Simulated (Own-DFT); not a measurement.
Simulation results for GaP (zincblende, atoms displaced)

Computed with Own-DFT development build. A calculation, not a measurement: plane-wave PBE density functional theory by an unreviewed code, no spin, of a simulated periodic cell, stress positive in tension, free energy of the whole cell less one offset for each atom, forces on such cells passed a denser k mesh, this cell's mesh not checked; offsets are fitted by least squares, one for each functional and potential file, so energies compare only between cells with the same atoms and settings and are not formation energies; the far tail of each file's local potential was reset to the Coulomb form; each entry is a single point on an unrelaxed cell, so the pressure reflects the starting lattice, mostly measured values (interpolated for alloys), from which strain is counted, and rises with the displacements; printed positions are rounded, which can move forces by about a meV/angstrom; the program, named Own-DFT, is a retired in-house code; no spin-orbit coupling; before rounding, a Quantum ESPRESSO 7.3.1 run of the same cell and cutoff gave forces within 1 meV/angstrom rms on each cell, which checks the program and not the settings.

Settings shared by all entries: functional PBE; potential files PseudoDojo norm-conserving, scalar-relativistic, standard set; wave cutoff 42 hartree; occupations Fermi-Dirac; smearing width 0.1 eV; k mesh 2 x 3 x 3 centred on Gamma.

(1) GaP (zincblende, atoms displaced)

```
cell vectors (Å)
  16.3515     0.0000     0.0000
   0.0000    10.9010     0.0000
   0.0000     0.0000    10.9010
atoms (fractions of the cell vectors)
Ga  0.00096  0.00132  0.00049
Ga  0.99935  0.24659  0.25102
Ga  0.16735  0.99957  0.24822
Ga  0.16435  0.25017  0.99759
P   0.08391  0.12268  0.12411
P   0.08129  0.37382  0.37653
P   0.25151  0.12501  0.37422
P   0.25080  0.37512  0.12279
Ga  0.00065  0.00242  0.50286
Ga  0.00246  0.24716  0.74599
Ga  0.16580  0.00283  0.74761
Ga  0.16679  0.24698  0.49904
P   0.08363  0.12654  0.62519
P   0.08175  0.37373  0.87216
P   0.24985  0.12546  0.87383
P   0.24753  0.37606  0.62690
Ga  0.00099  0.49749  0.00196
Ga  0.00068  0.74840  0.24905
Ga  0.16741  0.49984  0.24726
Ga  0.16755  0.74845  0.99858
P   0.08204  0.62055  0.12373
P   0.08393  0.87414  0.37368
P   0.25075  0.62531  0.37744
P   0.25091  0.87390  0.12766
Ga  0.00051  0.50279  0.49947
Ga  0.99883  0.75022  0.75028
Ga  0.16796  0.49970  0.74870
Ga  0.16802  0.74721  0.50292
P   0.08358  0.62668  0.62671
P   0.08588  0.87507  0.87268
P   0.25061  0.62421  0.87210
P   0.24948  0.87446  0.62830
Ga  0.33403  0.00257  0.00373
Ga  0.33191  0.25087  0.25031
Ga  0.49883  0.00141  0.24968
Ga  0.50007  0.25109  0.99972
P   0.41575  0.12347  0.12555
P   0.41600  0.37663  0.37187
P   0.58411  0.12403  0.37615
P   0.58211  0.37706  0.12469
Ga  0.33402  0.99925  0.49940
Ga  0.33314  0.25047  0.74973
Ga  0.49995  0.99955  0.75222
Ga  0.50274  0.24831  0.50048
P   0.41670  0.12601  0.62418
P   0.41704  0.37276  0.87552
P   0.58247  0.12562  0.87297
P   0.58150  0.37339  0.62399
Ga  0.33492  0.49990  0.99984
Ga  0.33355  0.74996  0.25417
Ga  0.49774  0.50029  0.25143
Ga  0.49775  0.74830  0.00107
P   0.41601  0.62580  0.12355
P   0.41638  0.87515  0.37164
P   0.58349  0.62412  0.37385
P   0.58349  0.87977  0.12207
Ga  0.33541  0.49853  0.50438
Ga  0.33295  0.74578  0.75223
Ga  0.49974  0.49998  0.75282
Ga  0.50024  0.74978  0.49882
P   0.41686  0.62206  0.62591
P   0.41759  0.87606  0.87397
P   0.58381  0.62848  0.87524
P   0.58401  0.87420  0.62528
Ga  0.66702  0.99815  0.00014
Ga  0.66833  0.25123  0.25034
Ga  0.83299  0.00223  0.25316
Ga  0.83238  0.25179  0.99947
P   0.75004  0.12625  0.12747
P   0.74930  0.37404  0.37342
P   0.91853  0.12514  0.37526
P   0.91482  0.37541  0.12529
Ga  0.66739  0.00249  0.50033
Ga  0.66731  0.24767  0.74766
Ga  0.82996  0.00232  0.75191
Ga  0.83210  0.25138  0.50020
P   0.75110  0.12386  0.62463
P   0.75150  0.37332  0.87621
P   0.91824  0.12724  0.87468
P   0.91733  0.37580  0.62677
Ga  0.66413  0.49910  0.99886
Ga  0.66627  0.75248  0.25383
Ga  0.83364  0.49957  0.24878
Ga  0.83322  0.75069  0.99895
P   0.74783  0.62647  0.12430
P   0.75114  0.87225  0.37656
P   0.91751  0.62572  0.37379
P   0.91734  0.87453  0.12414
Ga  0.66768  0.49853  0.50006
Ga  0.66749  0.75031  0.75017
Ga  0.83191  0.50227  0.74784
Ga  0.83354  0.74995  0.50027
P   0.74906  0.62353  0.62114
P   0.75005  0.87392  0.87265
P   0.91467  0.62349  0.87381
P   0.91860  0.87819  0.62476
```

* free energy of cell above offsets: -53.611 eV
* pressure: 2.71 GPa
* stress xx: -2.7 GPa
* stress yy: -2.71 GPa
* stress zz: -2.71 GPa
* stress yz: 0 GPa
* stress xz: -0.01 GPa
* stress xy: -0.25 GPa

Force:
```tsv
element	x (eV/Å)	y (eV/Å)	z (eV/Å)
Ga	-0.071	-0.368	-0.294
Ga	0.138	0.377	-0.348
Ga	-0.024	-0.053	0.247
Ga	0.269	0.016	0.061
P	-0.002	0.381	0.162
P	0.453	0.064	-0.288
P	-0.283	-0.149	0.073
P	-0.244	-0.096	-0.048
Ga	0.176	-0.291	-0.475
Ga	-0.572	0.396	0.333
Ga	0.256	-0.209	0.24
Ga	0.038	0.38	-0.097
P	0.231	-0.265	-0.316
P	0.233	0.231	0.085
P	0.03	-0.05	0.208
P	0.489	-0.41	-0.421
Ga	-0.501	-0.067	-0.463
Ga	-0.005	0.176	-0.061
Ga	-0.037	-0.175	0.447
Ga	-0.044	0.047	0.179
P	0.41	0.554	0.005
P	0.056	0.063	0.33
P	0.014	-0.401	-0.065
P	-0.024	-0.107	-0.346
Ga	-0.082	-0.154	0.201
Ga	0.084	0.064	0.147
Ga	-0.508	0.132	0.251
Ga	-0.173	0.425	-0.212
P	-0.094	-0.232	-0.034
P	-0.422	0.03	0.244
P	-0.09	-0.293	0.574
P	0.284	0.056	-0.323
Ga	-0.291	-0.454	-0.514
Ga	0.195	0.015	-0.197
Ga	0.309	-0.05	-0.046
Ga	0.036	-0.273	0.166
P	0.235	0.65	0.124
P	0.083	-0.472	0.612
P	0.009	0.116	-0.37
P	0.023	-0.278	0.261
Ga	-0.098	-0.119	0.198
Ga	-0.09	-0.01	-0.077
Ga	0.034	0.044	-0.439
Ga	-0.595	0.128	-0.321
P	0.065	-0.138	0.05
P	-0.093	0.228	-0.059
P	0.32	-0.055	0.328
P	0.487	0.356	0.295
Ga	-0.199	-0.024	-0.193
Ga	-0.14	-0.182	-0.382
Ga	0.28	0.202	-0.322
Ga	0.384	0.475	-0.111
P	-0.106	-0.049	0.425
P	0.268	0.015	0.518
P	-0.076	-0.026	0.169
P	-0.264	-0.676	0.521
Ga	-0.419	-0.116	-0.376
Ga	0.304	0.545	-0.285
Ga	0.196	-0.037	-0.067
Ga	-0.047	-0.023	0.076
P	0.203	0.439	0.062
P	-0.451	-0.213	0.288
P	-0.164	-0.318	-0.054
P	-0.108	0.189	-0.074
Ga	0.117	0.479	-0.275
Ga	-0.575	-0.072	-0.156
Ga	0.208	-0.348	-0.213
Ga	0.313	-0.334	0.169
P	0.054	-0.215	-0.396
P	0.262	0.25	0.193
P	-0.462	-0.032	0.353
P	0.401	-0.291	0.035
Ga	0.007	-0.51	0.002
Ga	-0.071	0.291	0.176
Ga	0.84	-0.164	-0.035
Ga	0.435	0.012	-0.032
P	-0.174	0.251	-0.143
P	-0.598	0.335	-0.429
P	-0.281	-0.172	0.002
P	-0.09	0.002	-0.291
Ga	0.369	0.099	-0.028
Ga	-0.149	-0.021	-0.558
Ga	-0.223	0.322	0.05
Ga	0.006	-0.122	0.14
P	0.136	-0.086	0.08
P	-0.147	0.547	0.037
P	-0.233	-0.081	0.077
P	-0.162	0.181	0.121
Ga	-0.447	-0.145	-0.176
Ga	-0.087	-0.122	-0.287
Ga	0.059	-0.334	0.113
Ga	0.392	0.016	0.104
P	0.101	0.271	0.376
P	-0.033	0.12	0.332
P	0.383	0.088	0.223
P	-0.621	-0.176	0.237
```

(2) GaP (zincblende, atoms displaced)

```
cell vectors (Å)
  16.3515     0.0000     0.0000
   0.0000    10.9010     0.0000
   0.0000     0.0000    10.9010
atoms (fractions of the cell vectors)
Ga  0.00028  0.00009  0.00288
Ga  0.00006  0.25042  0.25049
Ga  0.16569  0.99986  0.25355
Ga  0.16657  0.25005  0.99673
P   0.08231  0.12229  0.12713
P   0.08533  0.37563  0.37547
P   0.25179  0.12500  0.37798
P   0.24904  0.37325  0.12913
Ga  0.00225  0.99961  0.49491
Ga  0.00158  0.24797  0.75033
Ga  0.16635  0.00332  0.74859
Ga  0.16752  0.25121  0.49972
P   0.08182  0.12465  0.62813
P   0.08319  0.37924  0.87519
P   0.24966  0.12419  0.87446
P   0.25157  0.37948  0.62569
Ga  0.99812  0.49779  0.00044
Ga  0.00133  0.74867  0.25085
Ga  0.16416  0.49789  0.25195
Ga  0.16847  0.74802  0.99548
P   0.08119  0.62726  0.12488
P   0.08567  0.87633  0.37774
P   0.25194  0.62212  0.37373
P   0.25112  0.87172  0.12567
Ga  0.99992  0.50264  0.50083
Ga  0.00060  0.75139  0.75207
Ga  0.16812  0.49621  0.74932
Ga  0.16645  0.74691  0.49852
P   0.08292  0.62436  0.62339
P   0.08337  0.87132  0.87462
P   0.25026  0.62469  0.87221
P   0.25077  0.87192  0.62088
Ga  0.33376  0.00032  0.00137
Ga  0.33135  0.25172  0.24942
Ga  0.49972  0.99917  0.25119
Ga  0.49839  0.24811  0.99907
P   0.41596  0.12462  0.12208
P   0.41605  0.37394  0.37355
P   0.57986  0.12445  0.37655
P   0.58145  0.37384  0.12677
Ga  0.33366  0.00380  0.49928
Ga  0.33296  0.25007  0.75021
Ga  0.50082  0.00050  0.75414
Ga  0.50054  0.24982  0.50107
P   0.41520  0.12895  0.62531
P   0.41767  0.37700  0.87673
P   0.58194  0.12414  0.87314
P   0.58390  0.37496  0.62480
Ga  0.33355  0.49781  0.00009
Ga  0.33442  0.75194  0.24899
Ga  0.50118  0.49939  0.24977
Ga  0.50146  0.75065  0.99695
P   0.41663  0.62665  0.12509
P   0.41525  0.87741  0.37297
P   0.58459  0.62568  0.37513
P   0.58284  0.87292  0.12502
Ga  0.33279  0.50097  0.50083
Ga  0.33378  0.75102  0.74625
Ga  0.50264  0.49980  0.75149
Ga  0.49924  0.75123  0.49907
P   0.41695  0.62323  0.62384
P   0.41767  0.87539  0.87272
P   0.58289  0.62354  0.87599
P   0.57992  0.87760  0.61995
Ga  0.66603  0.00191  0.00090
Ga  0.66717  0.24921  0.24978
Ga  0.83376  0.99966  0.25437
Ga  0.83346  0.24989  0.99868
P   0.74870  0.12804  0.12271
P   0.75111  0.37543  0.37443
P   0.91724  0.12542  0.37390
P   0.91755  0.37981  0.12189
Ga  0.66686  0.00139  0.49829
Ga  0.66837  0.25411  0.74878
Ga  0.83079  0.00130  0.75280
Ga  0.83395  0.25056  0.49790
P   0.75165  0.12554  0.62253
P   0.75040  0.37342  0.87739
P   0.91620  0.12869  0.87542
P   0.91522  0.37898  0.62496
Ga  0.66539  0.49612  0.99883
Ga  0.66934  0.74697  0.25071
Ga  0.83246  0.50070  0.24926
Ga  0.83271  0.74667  0.00294
P   0.75013  0.62212  0.12336
P   0.74959  0.87399  0.37123
P   0.91603  0.62381  0.37681
P   0.91645  0.87508  0.12673
Ga  0.66626  0.50017  0.50092
Ga  0.66650  0.75104  0.75035
Ga  0.83277  0.50169  0.75026
Ga  0.83294  0.75039  0.49943
P   0.74916  0.62181  0.62651
P   0.75078  0.87494  0.87804
P   0.91733  0.62389  0.87586
P   0.91803  0.87522  0.62765
```

- free energy of cell above offsets: -53.463 eV
- pressure: 2.74 GPa
- stress xx: -2.75 GPa
- stress yy: -2.73 GPa
- stress zz: -2.73 GPa
- stress yz: -0.09 GPa
- stress xz: 0.04 GPa
- stress xy: -0.02 GPa

Force:
```tsv
element	x (eV/Å)	y (eV/Å)	z (eV/Å)
Ga	-0.181	-0.197	-0.396
Ga	0.017	0.259	-0.219
Ga	0.53	0.015	-0.336
Ga	-0.143	-0.02	0.435
P	0.358	0.428	-0.173
P	-0.708	-0.233	0.279
P	-0.473	0.178	-0.435
P	-0.241	0.273	-0.695
Ga	-0.421	0.061	0.697
Ga	-0.445	0.688	0.039
Ga	0.146	-0.759	0.026
Ga	0.035	-0.081	0.41
P	0.32	0.127	-0.763
P	-0.002	-0.526	-0.033
P	0.132	0.038	0.044
P	-0.156	-0.733	-0.108
Ga	0.476	0.616	-0.166
Ga	-0.296	0.326	0.255
Ga	0.319	0.544	-0.398
Ga	-0.167	0.023	0.473
P	0.538	-0.424	-0.222
P	-0.244	-0.518	-0.351
P	-0.356	0.326	-0.156
P	-0.453	0.459	-0.161
Ga	-0.001	-0.348	-0.089
Ga	-0.102	-0.395	-0.27
Ga	-0.299	0.616	-0.051
Ga	0.272	-0.123	0.018
P	0.179	0.065	0.448
P	0.188	0.752	0.153
P	0.274	-0.21	0.033
P	-0.228	0.57	0.218
Ga	-0.128	-0.315	-0.211
Ga	0.422	-0.402	0.091
Ga	-0.093	0.019	-0.407
Ga	0.21	0.14	0.035
P	0.009	0.079	0.579
P	0.145	0.165	0.247
P	0.691	0.119	-0.28
P	0.259	-0.194	-0.28
Ga	0.144	-0.431	0.3
Ga	0.024	0.312	0.165
Ga	-0.368	0.065	-0.771
Ga	-0.349	0.229	-0.028
P	0.39	-0.451	0.202
P	-0.118	-0.283	-0.329
P	0.586	0.472	0.165
P	-0.056	0.014	-0.031
Ga	-0.194	0.288	0.262
Ga	-0.065	-0.345	0.142
Ga	-0.33	0.247	0.108
Ga	-0.363	-0.082	0.27
P	0.205	-0.158	-0.154
P	0.129	-0.139	0.319
P	-0.172	-0.054	0.04
P	0.301	0.15	0.16
Ga	0.365	-0.111	-0.269
Ga	0.094	-0.116	0.177
Ga	-0.41	0.009	-0.232
Ga	-0.214	-0.169	-0.245
P	0.262	0.098	0.146
P	-0.326	-0.113	0.219
P	0.385	0.2	-0.124
P	0.634	-0.086	0.634
Ga	-0.148	-0.215	-0.05
Ga	-0.314	0.085	0.217
Ga	-0.142	0.194	-0.703
Ga	0.138	0.176	0.351
P	0.425	-0.404	0.406
P	-0.307	-0.067	-0.001
P	0.039	0.079	0.165
P	-0.434	-0.852	0.632
Ga	-0.084	-0.108	-0.02
Ga	-0.134	-0.541	0.039
Ga	0.486	-0.083	-0.192
Ga	0.179	0.131	0.183
P	-0.316	0.041	0.155
P	0.029	0.298	-0.334
P	0.194	-0.54	0.029
P	0.367	-0.555	0.048
Ga	-0.053	0.078	0.245
Ga	-0.409	0.061	-0.395
Ga	0.273	-0.032	0.034
Ga	0.325	0.246	-0.182
P	-0.294	-0.062	0.051
P	0.039	0.136	0.603
P	0.053	0.214	-0.327
P	-0.063	-0.107	0.05
Ga	0.085	-0.082	-0.171
Ga	-0.2	0.125	-0.191
Ga	0.033	-0.142	0.268
Ga	0.031	0.02	0.343
P	0.01	0.574	-0.165
P	-0.273	-0.071	-0.057
P	-0.174	0.188	-0.091
P	-0.299	0.257	-0.342
```

(3) GaP (zincblende, atoms displaced)

```
cell vectors (Å)
  16.3515     0.0000     0.0000
   0.0000    10.9010     0.0000
   0.0000     0.0000    10.9010
atoms (fractions of the cell vectors)
Ga  0.99992  0.99828  0.00011
Ga  0.00192  0.24760  0.25217
Ga  0.16814  0.00061  0.25031
Ga  0.16605  0.25189  0.99731
P   0.08441  0.12350  0.12250
P   0.08246  0.37831  0.37512
P   0.24881  0.12902  0.37200
P   0.25224  0.37678  0.12381
Ga  0.00154  0.00031  0.50102
Ga  0.00186  0.25077  0.74819
Ga  0.16531  0.99576  0.74926
Ga  0.16748  0.25219  0.50061
P   0.08152  0.12324  0.62508
P   0.08408  0.37550  0.87788
P   0.25044  0.12270  0.87572
P   0.24929  0.37412  0.62562
Ga  0.00193  0.49940  0.00218
Ga  0.00025  0.74971  0.24615
Ga  0.16400  0.49708  0.25091
Ga  0.16472  0.75036  0.00139
P   0.08444  0.62772  0.12515
P   0.08441  0.87429  0.37757
P   0.24971  0.62721  0.37448
P   0.25082  0.87519  0.12172
Ga  0.99828  0.50329  0.49934
Ga  0.99927  0.75133  0.75071
Ga  0.16839  0.49851  0.75111
Ga  0.16539  0.74611  0.50181
P   0.08468  0.62238  0.62301
P   0.08429  0.87466  0.87520
P   0.25007  0.62541  0.87740
P   0.24891  0.87992  0.62631
Ga  0.33407  0.99798  0.00111
Ga  0.33402  0.25005  0.24795
Ga  0.50243  0.99978  0.24978
Ga  0.49798  0.24741  0.00253
P   0.41777  0.12474  0.12059
P   0.41403  0.37626  0.37615
P   0.58323  0.12763  0.37738
P   0.58296  0.37790  0.12653
Ga  0.33323  0.00026  0.50217
Ga  0.33293  0.24894  0.74859
Ga  0.50063  0.00079  0.74675
Ga  0.50020  0.25323  0.50336
P   0.41760  0.12272  0.62732
P   0.41559  0.37543  0.87328
P   0.58282  0.12580  0.87715
P   0.58470  0.37332  0.62399
Ga  0.33263  0.49724  0.99983
Ga  0.33342  0.74771  0.25027
Ga  0.49920  0.50183  0.24966
Ga  0.49900  0.74842  0.00212
P   0.41635  0.62343  0.12393
P   0.41574  0.87512  0.37417
P   0.58247  0.62954  0.37150
P   0.58461  0.87458  0.12530
Ga  0.33394  0.50139  0.49941
Ga  0.33306  0.74924  0.75222
Ga  0.50218  0.49999  0.74964
Ga  0.50131  0.74964  0.50295
P   0.41663  0.62642  0.62679
P   0.41619  0.87238  0.87426
P   0.58221  0.62369  0.87582
P   0.58455  0.87161  0.62539
Ga  0.66598  0.00074  0.00084
Ga  0.66792  0.25127  0.24964
Ga  0.83431  0.00263  0.24885
Ga  0.83353  0.24988  0.00233
P   0.75177  0.12367  0.12081
P   0.74952  0.37697  0.37729
P   0.91781  0.12658  0.37514
P   0.91686  0.37193  0.12714
Ga  0.66510  0.00148  0.50249
Ga  0.66624  0.25149  0.75116
Ga  0.83306  0.99886  0.74973
Ga  0.83457  0.24764  0.50128
P   0.75039  0.12321  0.62364
P   0.75008  0.37743  0.87497
P   0.91523  0.12555  0.87380
P   0.91556  0.37537  0.62651
Ga  0.66603  0.50035  0.99946
Ga  0.66672  0.75000  0.24962
Ga  0.83391  0.49914  0.24854
Ga  0.83532  0.75338  0.00125
P   0.74798  0.62190  0.12558
P   0.75100  0.87365  0.37839
P   0.91576  0.62396  0.37364
P   0.91811  0.87360  0.12517
Ga  0.66747  0.49784  0.49970
Ga  0.66851  0.75114  0.74841
Ga  0.83425  0.50099  0.75039
Ga  0.83435  0.75213  0.49739
P   0.75100  0.62633  0.62301
P   0.74842  0.87784  0.87384
P   0.91512  0.62404  0.86987
P   0.91746  0.87233  0.62486
```

* free energy of cell above offsets: -53.508 eV
* pressure: 2.73 GPa
* stress xx: -2.74 GPa
* stress yy: -2.72 GPa
* stress zz: -2.73 GPa
* stress yz: -0.08 GPa
* stress xz: 0.07 GPa
* stress xy: -0.16 GPa

Force:
```tsv
element	x (eV/Å)	y (eV/Å)	z (eV/Å)
Ga	-0.06	0.277	-0.252
Ga	0.086	0.111	-0.274
Ga	-0.136	-0.228	-0.114
Ga	0.493	-0.313	0.323
P	-0.073	0.128	0.232
P	-0.141	-0.452	0.302
P	0.363	-0.28	0.408
P	-0.694	-0.312	0.239
Ga	-0.384	-0.238	-0.19
Ga	-0.326	0.025	0.328
Ga	0.085	0.694	0.243
Ga	-0.383	-0.169	-0.095
P	0.61	0.305	0.006
P	-0.166	0.079	-0.516
P	-0.208	0.092	-0.181
P	0.345	0.156	-0.107
Ga	-0.532	0.206	-0.133
Ga	0.084	0.018	0.711
Ga	0.659	0.401	-0.199
Ga	0.463	0.079	-0.239
P	-0.163	-0.466	0.063
P	-0.128	-0.018	-0.42
P	-0.165	-0.433	0.029
P	-0.133	-0.195	0.547
Ga	-0.014	-0.293	0.127
Ga	0.374	-0.335	-0.147
Ga	-0.163	0.17	0.088
Ga	0.433	0.519	-0.061
P	-0.367	0.056	0.626
P	-0.399	-0.147	0.027
P	-0.166	-0.039	-0.095
P	0.176	-0.951	-0.225
Ga	0.04	0.083	-0.385
Ga	0.074	-0.049	-0.058
Ga	-0.3	0.129	0.123
Ga	0.404	0.754	-0.435
P	-0.274	-0.37	0.86
P	0.574	-0.167	-0.139
P	0.008	-0.06	-0.238
P	-0.078	-0.464	-0.161
Ga	-0.074	0.218	-0.465
Ga	-0.02	-0.107	0.231
Ga	0.166	-0.423	0.568
Ga	-0.365	-0.262	-0.32
P	-0.15	0.437	-0.414
P	0.282	-0.166	0.033
P	-0.024	-0.019	-0.254
P	-0.085	0.376	0.22
Ga	0.263	0.373	-0.221
Ga	-0.01	0.262	-0.224
Ga	-0.041	-0.099	0.227
Ga	0.118	0.151	-0.197
P	-0.187	-0.001	0.072
P	0.243	0.023	0.177
P	0.086	-0.61	0.569
P	-0.134	-0.023	-0.104
Ga	-0.312	0.158	0.215
Ga	-0.248	0.165	-0.224
Ga	-0.32	-0.121	-0.036
Ga	-0.364	0.077	-0.402
P	0.06	-0.228	-0.096
P	0.351	0.357	0.089
P	0.358	0.404	-0.127
P	-0.141	0.475	0.054
Ga	-0.024	-0.047	-0.175
Ga	-0.017	-0.083	-0.018
Ga	-0.091	-0.341	0.25
Ga	0.05	0.203	-0.503
P	-0.399	0.145	0.577
P	0.477	-0.444	-0.288
P	-0.004	-0.321	0.082
P	0.27	0.218	-0.089
Ga	0.16	-0.229	-0.267
Ga	0.286	-0.294	0.045
Ga	0.088	0.023	-0.122
Ga	-0.243	0.294	-0.111
P	-0.111	0.238	0.336
P	0.078	-0.232	0.103
P	0.368	-0.02	0.07
P	0.329	-0.015	-0.198
Ga	-0.084	-0.085	-0.056
Ga	0.325	0.131	0.072
Ga	-0.228	-0.077	0.118
Ga	-0.582	-0.491	-0.299
P	0.524	0.482	-0.178
P	-0.297	0.576	-0.595
P	0.138	0.333	-0.216
P	-0.162	0.376	0.08
Ga	-0.316	0.65	-0.083
Ga	-0.142	-0.417	0.317
Ga	-0.486	-0.124	-0.295
Ga	0.078	-0.351	0.247
P	-0.002	-0.172	0.041
P	0.287	-0.276	0.303
P	0.53	0.206	0.944
P	-0.069	0.425	-0.081
```
